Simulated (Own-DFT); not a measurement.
# Computed records: Hf$_{36}$O$_{71}$ (tetragonal hafnia with one neutral oxygen vacancy, atoms displaced)

Computed with Own-DFT development build. A calculation, not a measurement: plane-wave PBE and HSE06 DFT by an unreviewed code, no spin, of a simulated cell at Gamma alone, so results move with cell size and shape, stress positive in tension, energies less offsets, not probed for a lower state with spin; hafnium file: forces about 75 meV/angstrom off all-electron values; oxygen file: force components 24 meV/angstrom off all-electron in a glass; k mesh not checked against a denser one; forces and stress are PBE's, HSE06 gives the energy alone, and its difference from PBE has offsets of its own; offsets are fitted by least squares, one for each functional and potential file, so energies compare only between cells with the same atoms and settings and are not formation energies; the far tail of each file's local potential was reset to the Coulomb form; each entry is a single point on an unrelaxed cell, so the pressure reflects the starting lattice, taken from the Materials Project, from which strain is counted, and rises with the displacements; printed positions are rounded, which can move forces by about a meV/angstrom; the program is a retired in-house code; no spin-orbit coupling.

Common to all runs: first functional PBE; second functional HSE06; exact exchange share 0.25; screening 0.11 1/bohr; exchange divergence Gygi-Baldereschi; potential files PseudoDojo norm-conserving, scalar-relativistic, made for PBE, standard set; wave cutoff 48 hartree; occupations fixed; k mesh 1 x 1 x 1 centred on Gamma.

(1) Hf$_{36}$O$_{71}$ (tetragonal hafnia with one neutral oxygen vacancy, atoms displaced)

```cif
# cell vector a (Å): 10.7800 0.0000 0.0000
# cell vector b (Å): 0.0000 10.7800 0.0000
# cell vector c (Å): 0.0000 0.0000 10.4493
data_Hf36O71
_symmetry_space_group_name_H-M 'P 1'
_symmetry_Int_Tables_number 1
_cell_length_a 10.7800
_cell_length_b 10.7800
_cell_length_c 10.4493
_cell_angle_alpha 90.000
_cell_angle_beta 90.000
_cell_angle_gamma 90.000
_cell_volume 1214.30
loop_
_atom_site_label
_atom_site_type_symbol
_atom_site_fract_x
_atom_site_fract_y
_atom_site_fract_z
_atom_site_occupancy
Hf1 Hf 0.00221 0.99977 0.00561 1
Hf2 Hf 0.16714 0.16187 0.25472 1
O1 O 0.00607 0.16794 0.15943 1
O2 O 0.16327 0.99564 0.34998 1
O3 O 0.00042 0.16519 0.40030 1
O4 O 0.17492 0.99737 0.09320 1
Hf3 Hf 0.99912 0.01261 0.49793 1
Hf4 Hf 0.17062 0.16646 0.74379 1
O5 O 0.00013 0.16869 0.64651 1
O6 O 0.16618 0.99608 0.85476 1
O7 O 0.99620 0.16380 0.90240 1
O8 O 0.17492 0.99446 0.59915 1
Hf5 Hf 0.00581 0.32684 0.99902 1
Hf6 Hf 0.16362 0.50158 0.25184 1
O9 O 0.99878 0.50466 0.15198 1
O10 O 0.16817 0.32769 0.35079 1
O11 O 0.99490 0.50365 0.39628 1
O12 O 0.16980 0.33438 0.09508 1
Hf7 Hf 0.99869 0.33342 0.50601 1
Hf8 Hf 0.17583 0.50561 0.75057 1
O13 O 0.99630 0.50508 0.64954 1
O14 O 0.16515 0.32687 0.84835 1
O15 O 0.00617 0.49622 0.89723 1
O16 O 0.17122 0.34529 0.58914 1
Hf9 Hf 0.99822 0.66287 0.00043 1
Hf10 Hf 0.16199 0.82745 0.25622 1
O17 O 0.99507 0.83573 0.14443 1
O18 O 0.16181 0.66723 0.33998 1
O19 O 0.00046 0.84151 0.39628 1
O20 O 0.16441 0.67285 0.09624 1
Hf11 Hf 0.00442 0.66166 0.49911 1
Hf12 Hf 0.16745 0.83422 0.75611 1
O21 O 0.00132 0.82917 0.66532 1
O22 O 0.16915 0.66162 0.85021 1
O23 O 0.99679 0.83812 0.90353 1
O24 O 0.16684 0.66313 0.59937 1
Hf13 Hf 0.33254 0.00120 0.00060 1
Hf14 Hf 0.49622 0.17014 0.25090 1
O25 O 0.33550 0.16395 0.15445 1
O26 O 0.50603 0.00162 0.34256 1
O27 O 0.34044 0.16886 0.40090 1
O28 O 0.50443 0.99648 0.10904 1
Hf15 Hf 0.33165 0.99959 0.51258 1
Hf16 Hf 0.51036 0.16145 0.75112 1
O29 O 0.33126 0.16001 0.65309 1
O30 O 0.49519 0.00478 0.85081 1
O31 O 0.33678 0.16246 0.90209 1
O32 O 0.49276 0.99813 0.59447 1
Hf17 Hf 0.33325 0.33037 0.00423 1
Hf18 Hf 0.49949 0.50015 0.24978 1
O33 O 0.33737 0.50777 0.15503 1
O34 O 0.48970 0.33163 0.35275 1
O35 O 0.32903 0.49807 0.40565 1
O36 O 0.50589 0.33904 0.09426 1
Hf19 Hf 0.33382 0.32990 0.49420 1
Hf20 Hf 0.49767 0.49152 0.75825 1
O37 O 0.32076 0.50305 0.64331 1
O38 O 0.50091 0.33264 0.84619 1
O39 O 0.32587 0.49900 0.89630 1
O40 O 0.50213 0.33423 0.59830 1
Hf21 Hf 0.33106 0.66602 0.99999 1
Hf22 Hf 0.49640 0.82700 0.24706 1
O41 O 0.33676 0.83605 0.16110 1
O42 O 0.50121 0.66481 0.34845 1
O43 O 0.33680 0.84033 0.39977 1
O44 O 0.49952 0.66239 0.09796 1
Hf23 Hf 0.33646 0.66117 0.50278 1
Hf24 Hf 0.49683 0.83466 0.75228 1
O45 O 0.33687 0.82729 0.64737 1
O46 O 0.50016 0.66409 0.85111 1
O47 O 0.33084 0.83339 0.89362 1
O48 O 0.49626 0.66817 0.59429 1
Hf25 Hf 0.66831 0.00365 0.99449 1
Hf26 Hf 0.82926 0.17384 0.24043 1
O49 O 0.67073 0.16625 0.15408 1
O50 O 0.82391 0.99300 0.34787 1
O51 O 0.66658 0.16909 0.39489 1
O52 O 0.83508 0.00613 0.09674 1
Hf27 Hf 0.66957 0.00378 0.49627 1
Hf28 Hf 0.83186 0.17001 0.73928 1
O53 O 0.66182 0.16225 0.65111 1
O54 O 0.82729 0.99195 0.85344 1
O55 O 0.66216 0.17367 0.89612 1
O56 O 0.82835 0.99625 0.60131 1
Hf29 Hf 0.66377 0.33169 0.99898 1
Hf30 Hf 0.83324 0.50001 0.24984 1
O57 O 0.65922 0.50206 0.15823 1
O58 O 0.83651 0.33453 0.34344 1
O59 O 0.66652 0.51097 0.39648 1
O60 O 0.83623 0.33689 0.09790 1
Hf31 Hf 0.66516 0.34205 0.50283 1
Hf32 Hf 0.83503 0.49828 0.75109 1
O61 O 0.67436 0.49283 0.65033 1
O62 O 0.82999 0.33366 0.84233 1
O63 O 0.66938 0.50686 0.90498 1
O64 O 0.83820 0.32619 0.59815 1
Hf33 Hf 0.65981 0.66718 0.00434 1
Hf34 Hf 0.83429 0.83424 0.24531 1
O65 O 0.66659 0.82700 0.15475 1
O66 O 0.84368 0.66975 0.35785 1
O67 O 0.66863 0.83664 0.40289 1
O68 O 0.84072 0.66760 0.09818 1
Hf35 Hf 0.65944 0.66215 0.50448 1
Hf36 Hf 0.83671 0.82392 0.75093 1
O69 O 0.66448 0.83152 0.66069 1
O70 O 0.82718 0.66168 0.84962 1
O71 O 0.66858 0.83420 0.90600 1
```

| Quantity | Value |
| --- | --- |
| PBE energy of cell above offsets | -97.036 eV |
| HSE06 less PBE above offsets | 0.048 eV |
| PBE pressure | 2.19 GPa |
| PBE stress xx | -3.94 GPa |
| PBE stress yy | -0.35 GPa |
| PBE stress zz | -2.29 GPa |
| PBE stress yz | -0.46 GPa |
| PBE stress xz | 0.92 GPa |
| PBE stress xy | -0.01 GPa |

Force:
| element | x (eV/Å) | y (eV/Å) | z (eV/Å) |
| --- | --- | --- | --- |
| Hf | -0.216 | -0.771 | -0.841 |
| Hf | 0.623 | -0.405 | 0.273 |
| O | -0.4 | 0.105 | -1.072 |
| O | 0.078 | 1.386 | -0.116 |
| O | -0.116 | 1.123 | 0.152 |
| O | -1.46 | 0.333 | 1.161 |
| Hf | -0.282 | -3.004 | -0.074 |
| Hf | -0.311 | -0.557 | 1.657 |
| O | 0.799 | -0.23 | 0.059 |
| O | 0.127 | 1.339 | -1.071 |
| O | -0.128 | 0.261 | -0.094 |
| O | -3.186 | 0.333 | 1.178 |
| Hf | -0.369 | 0.763 | -0.741 |
| Hf | 0.124 | -0.931 | -0.191 |
| O | 0.807 | -0.373 | -0.112 |
| O | -0.208 | 0.772 | -0.822 |
| O | 0.915 | -1.513 | 0.566 |
| O | 0.073 | 0.287 | 0.559 |
| Hf | 1.215 | 0.843 | -1.602 |
| Hf | -2.605 | -1.074 | 0.067 |
| O | 0.344 | -0.188 | -0.315 |
| O | 0.37 | 0.119 | -0.559 |
| O | -0.509 | -0.18 | 0.825 |
| O | -1.376 | -1.221 | 1.037 |
| Hf | 0.081 | 0.465 | -0.69 |
| Hf | 0.138 | 1.954 | -1.082 |
| O | 1.229 | 0.271 | 0.626 |
| O | 0.221 | -1.111 | 1.438 |
| O | 0.508 | -0.651 | 1.149 |
| O | 0.557 | -0.285 | 0.131 |
| Hf | -1.893 | 1.321 | 0.206 |
| Hf | 0.076 | -0.36 | -0.436 |
| O | 0.303 | -0.234 | -1.373 |
| O | 0.006 | 1.531 | 0.165 |
| O | 0.409 | -1.375 | 0.193 |
| O | 0.194 | 0.341 | -0.394 |
| Hf | 1.401 | -0.66 | 0.338 |
| Hf | 1.139 | -2.506 | 0.987 |
| O | -0.638 | 0.777 | -0.79 |
| O | -0.035 | 0.286 | 0.306 |
| O | -0.699 | -1.298 | 0.205 |
| O | -0.273 | 0.442 | -2.24 |
| Hf | 1.159 | -0.636 | -3.394 |
| Hf | -2.34 | 0.216 | -0.01 |
| O | 0.75 | 0.936 | -0.003 |
| O | 0.767 | -1.119 | -0.127 |
| O | -0.324 | 1.411 | 0.417 |
| O | 2.262 | 0.234 | 1.462 |
| Hf | -0.15 | -0.48 | -0.91 |
| Hf | -0.218 | 0.301 | 0.92 |
| O | -1.432 | -0.536 | -0.645 |
| O | 1.059 | 1.373 | -0.561 |
| O | -0.114 | 0.309 | -0.831 |
| O | -1.561 | -0.478 | 0.49 |
| Hf | 0.169 | 0.408 | 0.167 |
| Hf | 0.096 | 1.686 | -1.335 |
| O | 3.857 | -0.097 | 0.724 |
| O | -0.148 | -0.269 | 0.589 |
| O | 0.929 | -0.639 | 0.611 |
| O | -0.411 | 0.37 | 0.345 |
| Hf | -0.11 | 0.483 | -0.003 |
| Hf | 1.308 | 2.214 | 1.613 |
| O | -1.609 | -0.741 | -1.778 |
| O | -0.568 | -0.483 | 0.178 |
| O | -0.425 | -1.454 | 0.721 |
| O | -1.016 | 0.379 | 0.117 |
| Hf | -0.761 | 1.586 | -0.643 |
| Hf | 0.574 | -0.274 | -0.246 |
| O | -0.743 | 0.199 | 0.707 |
| O | -0.283 | -0.17 | -0.382 |
| O | 0.412 | -0.286 | 1.263 |
| O | 0.638 | -0.837 | 1.125 |
| Hf | 0.312 | -1.014 | 0.841 |
| Hf | 0.65 | -1.498 | 1.608 |
| O | -1.554 | 0.74 | -1.623 |
| O | 0.7 | 2.201 | -0.062 |
| O | 0.374 | 1.256 | 1.235 |
| O | -0.528 | 0.205 | 0.273 |
| Hf | -0.874 | -1.247 | -1.47 |
| Hf | 0.283 | -1.515 | 1.875 |
| O | 1.404 | 0.35 | -0.904 |
| O | -0.126 | 1.845 | -1.003 |
| O | -0.012 | -0.907 | 0.11 |
| O | 1.379 | 0.905 | -0.291 |
| Hf | 1.682 | 1.137 | -0.117 |
| Hf | 0.142 | 1.413 | 0.299 |
| O | 1.794 | -0.053 | -0.777 |
| O | -0.228 | 0.308 | 0.699 |
| O | 0.047 | -2.442 | 0.743 |
| O | -0.442 | -0.307 | -0.45 |
| Hf | 0.199 | -0.571 | -1.264 |
| Hf | 0.708 | 1.132 | 0.327 |
| O | -1.548 | 0.266 | -0.104 |
| O | -0.046 | -0.803 | 0.332 |
| O | -0.815 | -2.037 | -0.177 |
| O | -1.531 | -0.223 | -0.111 |
| Hf | 1.584 | 1.193 | -0.191 |
| Hf | -0.502 | -0.597 | 1.4 |
| O | 0.272 | -0.3 | -0.517 |
| O | -0.545 | -0.293 | -0.942 |
| O | -0.505 | -1.476 | 1.093 |
| O | -1.8 | -0.54 | 0.235 |
| Hf | 1.927 | 2.78 | -0.517 |
| Hf | -0.924 | 1.037 | 0.511 |
| O | -0.176 | -0.423 | -0.334 |
| O | 0.845 | 0.076 | -0.398 |
| O | -0.943 | -0.32 | 0.424 |

(2) Hf$_{36}$O$_{71}$ (tetragonal hafnia with one neutral oxygen vacancy, atoms displaced)

```cif
# cell vector a (Å): 10.7800 0.0000 0.0000
# cell vector b (Å): 0.0000 10.7800 0.0000
# cell vector c (Å): 0.0000 0.0000 10.4493
data_Hf36O71
_symmetry_space_group_name_H-M 'P 1'
_symmetry_Int_Tables_number 1
_cell_length_a 10.7800
_cell_length_b 10.7800
_cell_length_c 10.4493
_cell_angle_alpha 90.000
_cell_angle_beta 90.000
_cell_angle_gamma 90.000
_cell_volume 1214.30
loop_
_atom_site_label
_atom_site_type_symbol
_atom_site_fract_x
_atom_site_fract_y
_atom_site_fract_z
_atom_site_occupancy
Hf1 Hf 0.98254 0.00504 0.99901 1
Hf2 Hf 0.16665 0.15929 0.25253 1
O1 O 0.00333 0.16837 0.14991 1
O2 O 0.17104 0.00686 0.35455 1
O3 O 0.99955 0.16439 0.39493 1
O4 O 0.17387 0.01062 0.09462 1
Hf3 Hf 0.00330 0.00541 0.50397 1
Hf4 Hf 0.16499 0.15947 0.75278 1
O5 O 0.00596 0.16269 0.64931 1
O6 O 0.17084 0.99452 0.83649 1
O7 O 0.98228 0.15616 0.90784 1
O8 O 0.17242 0.99559 0.58460 1
Hf5 Hf 0.99185 0.31827 0.00758 1
Hf6 Hf 0.16371 0.49904 0.24510 1
O9 O 0.00309 0.50959 0.14864 1
O10 O 0.18116 0.35061 0.34208 1
O11 O 0.99758 0.51911 0.40447 1
O12 O 0.17761 0.33345 0.07357 1
Hf7 Hf 0.98973 0.32602 0.49810 1
Hf8 Hf 0.17925 0.49912 0.76113 1
O13 O 0.00228 0.50101 0.66654 1
O14 O 0.16960 0.33732 0.84134 1
O15 O 0.00203 0.48794 0.91516 1
O16 O 0.16198 0.33702 0.60029 1
Hf9 Hf 0.00159 0.66448 0.99708 1
Hf10 Hf 0.17332 0.83338 0.24226 1
O17 O 0.00205 0.82735 0.14475 1
O18 O 0.17362 0.67763 0.34204 1
O19 O 0.99676 0.83188 0.41030 1
O20 O 0.16123 0.66361 0.10252 1
Hf11 Hf 0.99663 0.66071 0.49790 1
Hf12 Hf 0.19146 0.84066 0.74576 1
O21 O 0.99298 0.82793 0.64749 1
O22 O 0.16787 0.66660 0.84003 1
O23 O 0.99307 0.82214 0.90524 1
O24 O 0.17499 0.66154 0.59707 1
Hf13 Hf 0.33694 0.01390 0.00173 1
Hf14 Hf 0.49867 0.16159 0.25512 1
O25 O 0.33154 0.16785 0.14609 1
O26 O 0.50120 0.00513 0.34933 1
O27 O 0.34507 0.16901 0.38935 1
O28 O 0.49795 0.00568 0.10160 1
Hf15 Hf 0.35123 0.98714 0.50096 1
Hf16 Hf 0.50779 0.17365 0.75909 1
O29 O 0.32294 0.17999 0.65221 1
O30 O 0.50835 0.00045 0.84337 1
O31 O 0.32550 0.16340 0.90157 1
O32 O 0.49101 0.01619 0.59771 1
Hf17 Hf 0.33287 0.34036 0.99726 1
Hf18 Hf 0.50047 0.50469 0.25460 1
O33 O 0.33984 0.49692 0.15228 1
O34 O 0.51057 0.32905 0.35740 1
O35 O 0.32161 0.49298 0.40564 1
O36 O 0.50473 0.32945 0.09628 1
Hf19 Hf 0.33083 0.32647 0.50311 1
Hf20 Hf 0.50365 0.51308 0.74922 1
O37 O 0.33910 0.49262 0.64848 1
O38 O 0.50597 0.32859 0.85055 1
O39 O 0.32536 0.50151 0.90629 1
O40 O 0.48810 0.34734 0.59830 1
Hf21 Hf 0.32125 0.67465 0.00259 1
Hf22 Hf 0.50231 0.85019 0.24818 1
O41 O 0.34491 0.84037 0.15154 1
O42 O 0.50217 0.67695 0.34960 1
O43 O 0.32857 0.82868 0.40393 1
O44 O 0.51141 0.67443 0.08955 1
Hf23 Hf 0.33629 0.67266 0.50227 1
Hf24 Hf 0.50520 0.84166 0.74698 1
O45 O 0.32289 0.84237 0.65478 1
O46 O 0.48862 0.66206 0.85315 1
O47 O 0.33039 0.83210 0.89877 1
O48 O 0.49490 0.66556 0.58834 1
Hf25 Hf 0.66902 0.00305 0.99779 1
Hf26 Hf 0.84645 0.17133 0.25399 1
O49 O 0.66083 0.17746 0.15328 1
O50 O 0.83852 0.00169 0.35326 1
O51 O 0.65485 0.16353 0.40668 1
O52 O 0.83918 0.00202 0.09045 1
Hf27 Hf 0.66518 0.01037 0.50067 1
Hf28 Hf 0.83497 0.17001 0.75015 1
O53 O 0.66973 0.16439 0.65347 1
O54 O 0.83968 0.99708 0.84258 1
O55 O 0.64713 0.17498 0.91212 1
O56 O 0.84701 0.00419 0.59844 1
Hf29 Hf 0.67848 0.34295 0.00805 1
Hf30 Hf 0.82759 0.49563 0.25073 1
O57 O 0.67998 0.49129 0.15092 1
O58 O 0.83740 0.35054 0.34085 1
O59 O 0.65676 0.51191 0.40982 1
O60 O 0.83845 0.33338 0.11028 1
Hf31 Hf 0.66864 0.31767 0.50525 1
Hf32 Hf 0.83281 0.50389 0.75086 1
O61 O 0.67072 0.50476 0.65687 1
O62 O 0.83673 0.32359 0.84603 1
O63 O 0.66649 0.49628 0.90038 1
Hf33 Hf 0.67060 0.67520 0.00543 1
Hf34 Hf 0.83131 0.84301 0.24165 1
O64 O 0.65199 0.84173 0.15374 1
O65 O 0.83238 0.69121 0.34691 1
O66 O 0.67306 0.82955 0.40554 1
O67 O 0.82095 0.67470 0.08826 1
Hf35 Hf 0.65445 0.67087 0.50636 1
Hf36 Hf 0.84059 0.82293 0.74871 1
O68 O 0.67734 0.82404 0.64557 1
O69 O 0.82343 0.66021 0.85056 1
O70 O 0.66994 0.82725 0.89902 1
O71 O 0.83827 0.66631 0.59205 1
```

| Property | Result |
| --- | --- |
| PBE energy of cell above offsets | -85.033 eV |
| HSE06 less PBE above offsets | 0.724 eV |
| PBE pressure | 6.8 GPa |
| PBE stress xx | -7.08 GPa |
| PBE stress yy | -5.93 GPa |
| PBE stress zz | -7.38 GPa |
| PBE stress yz | 0.53 GPa |
| PBE stress xz | 1.28 GPa |
| PBE stress xy | -0.01 GPa |

Force:
| element | x (eV/Å) | y (eV/Å) | z (eV/Å) |
| --- | --- | --- | --- |
| Hf | 5.673 | -4.76 | -1.896 |
| Hf | 2.818 | 0.791 | -0.338 |
| O | -0.479 | -0.091 | 0.184 |
| O | -0.162 | -0.911 | -1.685 |
| O | -0.374 | 2.007 | -0.301 |
| O | -1.716 | -0.486 | 0.151 |
| Hf | 0.675 | -3.662 | -0.585 |
| Hf | 1.808 | 2.467 | -1.079 |
| O | -1.228 | 1.023 | 0.108 |
| O | -0.574 | 1.455 | 1.585 |
| O | 1.087 | 2.565 | -1.528 |
| O | 0.582 | 0.227 | 1.395 |
| Hf | 2.853 | 3.009 | -1.903 |
| Hf | 1.435 | 2.479 | 0.546 |
| O | -1.784 | -1.009 | 1.145 |
| O | -2.096 | -4.557 | -0.147 |
| O | -0.052 | -6.159 | -2.321 |
| O | -4.508 | -0.071 | 2.865 |
| Hf | 2.518 | 2.111 | 1.806 |
| Hf | -0.756 | -0.08 | -3.06 |
| O | -0.993 | -0.491 | -0.66 |
| O | -0.287 | -3.078 | 0.497 |
| O | -0.644 | 0.577 | -0.293 |
| O | -1.396 | -0.283 | -1.821 |
| Hf | -0.87 | -0.943 | 0.328 |
| Hf | -1.545 | 0.105 | 1.42 |
| O | -0.098 | 0.946 | 0.977 |
| O | 0.027 | -1.254 | -0.461 |
| O | 0.907 | 1.724 | -1.075 |
| O | 1.544 | 0.963 | -0.83 |
| Hf | 1.334 | 5.287 | 2.521 |
| Hf | -10.85 | -2.833 | 3.718 |
| O | 1.866 | 0.691 | 1.24 |
| O | 0.082 | 1.145 | 1.979 |
| O | -0.525 | 2.104 | -0.408 |
| O | -0.25 | 0.469 | -0.229 |
| Hf | -0.947 | -1.145 | 0.567 |
| Hf | -1.221 | 3.866 | -2.138 |
| O | 0.452 | -0.276 | 0.792 |
| O | 0.238 | -1.56 | 1.809 |
| O | -0.86 | -1.025 | 1.216 |
| O | 1.208 | 0.296 | -0.541 |
| Hf | -6.255 | 2.354 | -2.856 |
| Hf | -2.303 | 1.166 | -0.585 |
| O | 1.32 | -0.98 | 0.511 |
| O | 0.013 | -0.473 | 0.422 |
| O | 0.688 | 0.98 | -0.901 |
| O | 4.195 | -0.942 | 2.082 |
| Hf | 3.204 | -0.923 | -0.424 |
| Hf | -0.013 | -0.764 | 0.635 |
| O | -0.464 | 0.666 | 0.082 |
| O | 0.373 | 1.055 | -1.151 |
| O | 1.976 | 2.514 | -0.112 |
| O | -0.18 | 0.922 | 0.132 |
| Hf | -1.075 | 1.123 | -0.163 |
| Hf | -0.695 | -3.026 | -0.071 |
| O | -0.296 | 1.141 | 1.622 |
| O | -0.984 | 2.154 | -0.622 |
| O | 0.348 | 1.161 | -0.238 |
| O | 4.175 | -1.808 | 0.361 |
| Hf | 2.181 | -1.313 | -0.449 |
| Hf | -0.668 | -3.321 | 0.983 |
| O | -2.053 | -0.732 | -0.53 |
| O | -0.531 | -0.456 | -0.936 |
| O | 1.023 | 2.023 | -0.317 |
| O | -2.802 | -0.978 | 1.598 |
| Hf | -3.501 | -3.995 | -2.127 |
| Hf | 0.944 | -2.043 | 1.534 |
| O | 10.63 | -0.012 | -5.268 |
| O | 0.352 | 2.431 | -1.536 |
| O | 0.517 | 1.238 | 0.096 |
| O | -0.001 | 0.714 | 3.53 |
| Hf | -1.54 | 0.077 | -0.275 |
| Hf | -2.005 | -0.388 | -0.187 |
| O | 3.036 | -1.417 | 1.055 |
| O | -0.916 | 1.436 | -1.437 |
| O | 1.41 | 0.472 | -0.778 |
| O | -4.375 | 0.403 | 2.884 |
| Hf | 2.622 | -3.742 | 0.607 |
| Hf | 1.425 | -2.149 | -1.135 |
| O | -0.351 | 0.67 | -0.436 |
| O | -1.261 | 0.294 | 0.71 |
| O | 1.687 | -1.956 | -0.474 |
| O | -3.533 | 0.554 | 0.087 |
| Hf | -3.431 | -0.468 | -0.313 |
| Hf | 2.275 | 6.58 | -0.561 |
| O | -2.728 | 0.254 | -0.151 |
| O | 0.129 | -5.519 | 3.607 |
| O | 0.952 | -2.276 | -0.766 |
| O | 0.322 | -0.641 | -0.128 |
| Hf | -2.8 | 3.736 | 0.149 |
| Hf | 1.179 | 0.077 | 0.298 |
| O | -0.35 | -0.455 | -0.577 |
| O | -0.416 | 1.592 | 0.576 |
| O | 0.117 | 0.628 | 0.498 |
| Hf | -2.155 | -1.972 | -2.877 |
| Hf | 0.942 | -2.416 | 2.183 |
| O | 3.818 | 1.018 | -1.442 |
| O | 0.009 | -2.836 | -1.435 |
| O | -1.405 | 3.291 | -0.005 |
| O | 3.763 | 0.432 | 2.363 |
| Hf | 3.859 | 0.138 | -2.178 |
| Hf | 1.4 | 0.028 | -0.413 |
| O | -2.806 | 1.345 | 1.272 |
| O | 0.823 | 0.188 | -0.613 |
| O | -0.834 | 2.462 | -0.298 |
| O | -1.878 | -0.954 | 1.338 |
